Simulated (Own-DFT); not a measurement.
## Calculated data, Hf₃₁O₆₄ (monoclinic hafnia with one vacancy, atoms displaced)

All values are calculated (Own-DFT development build). A calculation, not a measurement: plane-wave density functional theory by an unreviewed code, no spin, of a simulated periodic cell, stress positive in tension, run twice, with PBE and with PBEsol, both on files made for PBE, so the change isn't that of files made for PBEsol, defect cell not probed for a lower state with spin; a neutral cation vacancy leaves holes that likely carry spin, which this run leaves out; hafnium file: forces about 75 meV/angstrom off all-electron values; oxygen file: force components 24 meV/angstrom off all-electron in one glass; forces on such cells passed a denser k mesh, this cell's mesh not checked; the far tail of each file's local potential was reset to the Coulomb form; each entry is a single point on an unrelaxed cell, so the pressure reflects the starting lattice, mostly measured values (interpolated for alloys), from which strain is counted, and rises with the displacements; printed positions are rounded, which can move forces by about a meV/angstrom; the program, named Own-DFT, is a retired in-house code; no spin-orbit coupling; stress was not checked against mesh or cutoff.

Hf₃₁O₆₄ (monoclinic hafnia with one vacancy, atoms displaced)

```xyz
95
Lattice="10.2340 0.0000 0.0000 0.0000 10.3500 0.0000 -1.6955 0.0000 10.4453" Properties=species:S:1:pos:R:3 Hf31O64
Hf     1.2733     0.1994     1.1326
Hf     3.4625     2.9102     1.5276
Hf     3.0522     4.9593     4.1885
Hf     0.7403     2.4515     3.6998
O      0.1850     1.8345     1.7778
O      4.6656     4.2529     0.8875
O      4.1937     3.4638     3.3769
O     -0.2924     0.7985     4.3681
O      1.9194     3.8992     2.4840
O      2.7339     1.3913     0.0999
O      2.4043     1.1797     2.6966
O      1.4438     3.8803     5.0678
Hf     0.3692     0.2315     6.3264
Hf     2.5853     2.8551     6.7552
Hf     2.1713     4.9291     9.3516
Hf    -0.0824     2.1810     8.9119
O     -0.7017     1.7665     7.0956
O      3.7584     4.3797     6.0452
O      3.4098     3.4819     8.7324
O     -1.1888     0.8492     9.6878
O      0.9720     3.7995     7.7620
O      1.9231     1.3777     5.2811
O      1.5710     1.2328     7.8816
O      0.6565     3.7515    10.3610
Hf     1.2275     5.3664     1.0945
Hf     3.3487     7.9012     1.4994
Hf     3.0199    10.0770     4.1501
Hf     0.8146     7.5162     3.6732
O      0.0115     6.9789     1.7999
O      4.5989     9.4792     0.7636
O      4.1825     8.5715     3.4056
O     -0.2414     6.0754     4.4921
O      1.9204     9.0822     2.5935
O      2.7012     6.3912     0.0650
O      2.4258     6.4227     2.6781
O      1.4690     9.0216     5.1172
Hf     0.3754     5.2870     6.3788
Hf     2.6502     8.0179     6.9150
Hf     2.0872    10.0903     9.3022
Hf     0.0489     7.5007     8.9635
O     -0.7495     6.8542     7.0017
O      3.7238     9.5556     6.0727
O      3.3205     8.7214     8.6132
O     -1.2598     6.0826     9.6980
O      0.9786     9.1184     7.7410
O      1.9231     6.5285     5.3564
O      1.5483     6.4241     7.9751
O      0.5603     9.0009    10.3135
Hf     8.5700     2.7087     1.5301
Hf     8.1384     4.9470     4.0893
Hf     5.9422     2.4471     3.6666
O      5.1575     1.6859     1.8997
O      9.8000     4.1941     0.8600
O      9.3419     3.3638     3.4612
O      4.7258     0.8836     4.4596
O      7.0165     3.8506     2.5950
O      7.8894     1.3648     0.0280
O      7.5128     1.2563     2.7897
O      6.5263     3.7735     5.0973
Hf     5.4098     0.1657     6.2812
Hf     7.6886     2.8817     6.7417
Hf     7.3213     4.9882     9.3405
Hf     5.1159     2.3615     8.8804
O      4.3376     1.6485     6.9580
O      8.9046     4.2770     5.9688
O      8.5211     3.4488     8.5886
O      3.9784     0.8588     9.6971
O      6.1891     4.0262     7.7573
O      7.1640     1.3047     5.3006
O      6.6026     1.2561     7.9002
O      5.7084     3.7623    10.3500
Hf     6.3433     5.4245     1.0907
Hf     8.5255     7.9510     1.5153
Hf     8.2343    10.1692     4.1409
Hf     5.9333     7.5254     3.6564
O      5.1520     6.9293     1.7850
O      9.6188     9.4792     0.7004
O      9.3374     8.6158     3.4309
O      4.8132     6.1215     4.4162
O      7.0470     9.0900     2.5757
O      7.8865     6.4860     0.1700
O      7.4731     6.4097     2.7263
O      6.5183     9.0433     5.0821
Hf     5.4341     5.3732     6.3221
Hf     7.7162     7.9725     6.7023
Hf     7.3063    10.1668     9.3881
Hf     5.0715     7.6153     8.8598
O      4.3694     6.9249     7.0350
O      8.9843     9.4498     5.9879
O      8.4175     8.6525     8.6649
O      3.8996     6.0940     9.6878
O      6.0895     9.1161     7.6579
O      7.1346     6.5126     5.3111
O      6.6453     6.4456     7.9191
O      7.4583     8.9978     0.0104
```

```
functional                                        : PBE, then PBEsol
potential files                                   : PseudoDojo norm-conserving, scalar-relativistic, standard set
wave cutoff                                       : 72 hartree
occupations                                       : Fermi-Dirac
smearing width                                    : 0.1 eV
k mesh                                            : 2 x 2 x 2 centred on Gamma
PBE pressure                                      : 5.28 GPa
PBE stress xx                                     : -5.71 GPa
PBE stress yy                                     : -4.97 GPa
PBE stress zz                                     : -5.17 GPa
PBE stress yz                                     : 0.17 GPa
PBE stress xz                                     : -0.09 GPa
PBE stress xy                                     : -0.03 GPa
PBEsol pressure                                   : -1.05 GPa
PBEsol stress xx                                  : 0.64 GPa
PBEsol stress yy                                  : 1.3 GPa
PBEsol stress zz                                  : 1.21 GPa
PBEsol stress yz                                  : 0.15 GPa
PBEsol stress xz                                  : 0.25 GPa
PBEsol stress xy                                  : -0.02 GPa
rms change of force components from PBE to PBEsol : 0.052 eV/Å
```

Force:
```tsv
force element	PBE force x (eV/Å)	PBE force y (eV/Å)	PBE force z (eV/Å)	PBEsol force x (eV/Å)	PBEsol force y (eV/Å)	PBEsol force z (eV/Å)
Hf	-0.484	0.835	0.616	-0.431	0.898	0.565
Hf	-0.526	-3.856	-0.022	-0.51	-3.716	0.01
Hf	-0.552	1.091	-1.32	-0.554	1.021	-1.263
Hf	2.949	-2.58	-0.229	2.876	-2.563	-0.26
O	-0.626	-1.119	-0.467	-0.611	-1.076	-0.393
O	0.885	1.872	-1.302	0.845	1.836	-1.31
O	-0.128	1.099	1.439	-0.136	1.068	1.347
O	0.387	0.782	0.132	0.37	0.757	0.193
O	-0.592	0.96	0.731	-0.521	0.928	0.701
O	0.767	-1.726	-0.008	0.652	-1.693	-0.019
O	-0.135	0.273	0.158	-0.203	0.243	0.145
O	0.56	0.161	1.042	0.604	0.167	1.023
Hf	0.919	-0.203	-1.665	0.909	-0.163	-1.654
Hf	0.063	-2.285	-0.211	0.029	-2.213	-0.187
Hf	0.329	-0.822	0.938	0.315	-0.842	0.945
Hf	1.236	3.698	1.108	1.21	3.584	1.047
O	-1.541	-0.793	-2.089	-1.469	-0.773	-1.966
O	-0.52	-0.798	0.42	-0.507	-0.757	0.348
O	-0.808	0.069	-1.465	-0.808	0.073	-1.472
O	-1.277	-1.283	0.245	-1.223	-1.266	0.285
O	1.245	1.289	-0.479	1.285	1.258	-0.495
O	0.255	0.617	1.11	0.182	0.598	1.1
O	0.431	-0.191	0.675	0.332	-0.188	0.657
O	-0.268	1.575	-0.639	-0.184	1.546	-0.6
Hf	-1.412	-0.782	0.351	-1.366	-0.726	0.304
Hf	2.458	1.841	0.842	2.402	1.842	0.87
Hf	0.065	1.122	-0.726	0.041	1.053	-0.697
Hf	-0.008	1.127	1.351	-0.021	1.072	1.301
O	1.965	-1.841	-0.299	1.929	-1.781	-0.234
O	-1.607	-0.901	-0.323	-1.734	-0.943	-0.415
O	-0.19	0.134	0.041	-0.202	0.112	-0.008
O	-2.358	-1.836	-0.9	-2.275	-1.801	-0.83
O	-0.642	-0.323	-1.809	-0.555	-0.323	-1.759
O	1.344	1.096	0.326	1.24	1.075	0.308
O	-0.493	-0.678	0.3	-0.536	-0.637	0.276
O	-0.046	-0.158	0.545	0.017	-0.134	0.514
Hf	0.015	2.044	-1.228	0.011	2.054	-1.249
Hf	-1.743	-0.596	-4.637	-1.695	-0.525	-4.494
Hf	2.018	2.512	3.045	1.958	2.386	2.987
Hf	-3.302	0.398	-1.453	-3.205	0.343	-1.421
O	-0.362	0.221	0.932	-0.337	0.214	0.942
O	-0.968	-1.442	0.42	-0.936	-1.393	0.37
O	1.279	-0.815	0.825	1.223	-0.821	0.732
O	0.087	-0.012	-0.45	0.101	-0.04	-0.396
O	0.156	-0.696	0.488	0.229	-0.68	0.498
O	1.22	-0.479	0.532	1.122	-0.495	0.502
O	0.461	-0.506	0.283	0.383	-0.483	0.3
O	0.044	-0.413	0.457	0.102	-0.407	0.427
Hf	-1.217	-1.203	-0.924	-1.181	-1.136	-0.884
Hf	0.669	0.477	0.971	0.615	0.414	0.978
Hf	-0.141	-3.931	-0.273	-0.112	-3.871	-0.317
O	-0.777	0.5	-0.46	-0.829	0.659	-0.318
O	-0.236	1.238	-0.719	-0.223	1.219	-0.735
O	-2.191	1.901	0.1	-2.128	1.838	0.054
O	-0.071	0.323	-0.602	-0.073	0.274	-0.523
O	0.452	1.533	-1.222	0.496	1.481	-1.156
O	1.424	0.293	-0.042	1.412	0.349	-0.112
O	0.908	1.011	-0.009	0.885	1.058	0.083
O	0.41	1.919	1.345	0.475	1.878	1.306
Hf	2.804	0.632	-0.741	2.72	0.657	-0.744
Hf	0.313	-2.101	-0.073	0.303	-2	-0.046
Hf	-0.261	-0.828	1.123	-0.258	-0.845	1.104
Hf	-0.016	-1.431	2.006	0.005	-1.467	1.981
O	-1.901	2.563	1.113	-1.848	2.494	1.121
O	-0.243	-0.013	-0.047	-0.242	0.003	-0.079
O	-0.774	0.826	0.55	-0.78	0.784	0.475
O	-1.361	0.429	-1.588	-1.336	0.464	-1.628
O	-0.291	-0.784	-0.64	-0.207	-0.765	-0.637
O	-0.203	0.782	0.885	-0.244	0.768	0.85
O	0.843	0.501	-0.258	0.746	0.509	-0.243
O	0.542	1.515	0.197	0.583	1.472	0.178
Hf	0.151	-0.618	-0.089	0.148	-0.53	-0.119
Hf	-1.147	2.401	0.187	-1.142	2.395	0.195
Hf	-2.368	-0.476	-1.048	-2.322	-0.494	-1.011
Hf	0.636	2.81	0.002	0.638	2.714	-0.023
O	-0.055	-0.671	-0.419	-0.042	-0.654	-0.353
O	2.688	0.485	2.178	2.599	0.48	2.055
O	0.238	-0.221	-0.13	0.24	-0.231	-0.163
O	-1.648	-2.192	0.81	-1.602	-2.159	0.84
O	0.635	-0.966	0.357	0.75	-1.057	0.435
O	0.399	-0.63	-1.117	0.326	-0.618	-1.072
O	0.23	-0.791	-0.196	0.155	-0.773	-0.196
O	0.626	-0.705	0.494	0.663	-0.691	0.495
Hf	2.329	1.294	-0.414	2.274	1.317	-0.421
Hf	0.615	0.564	0.442	0.586	0.577	0.452
Hf	-2.246	-0.384	-0.064	-2.189	-0.437	-0.006
Hf	1.603	0.23	2.596	1.583	0.177	2.499
O	-0.845	0.156	-0.028	-0.82	0.17	0.036
O	-0.933	-0.461	0.725	-0.908	-0.419	0.661
O	1.075	-1.046	-0.925	1.034	-1.021	-0.944
O	-0.669	-0.07	-0.617	-0.638	-0.096	-0.548
O	0.244	-0.975	0.898	0.277	-0.974	0.861
O	-0.223	-0.716	0.103	-0.267	-0.696	0.099
O	-0.049	0.233	0.394	-0.112	0.231	0.383
O	-0.523	-1.093	-2.458	-0.358	-1.138	-2.438
```
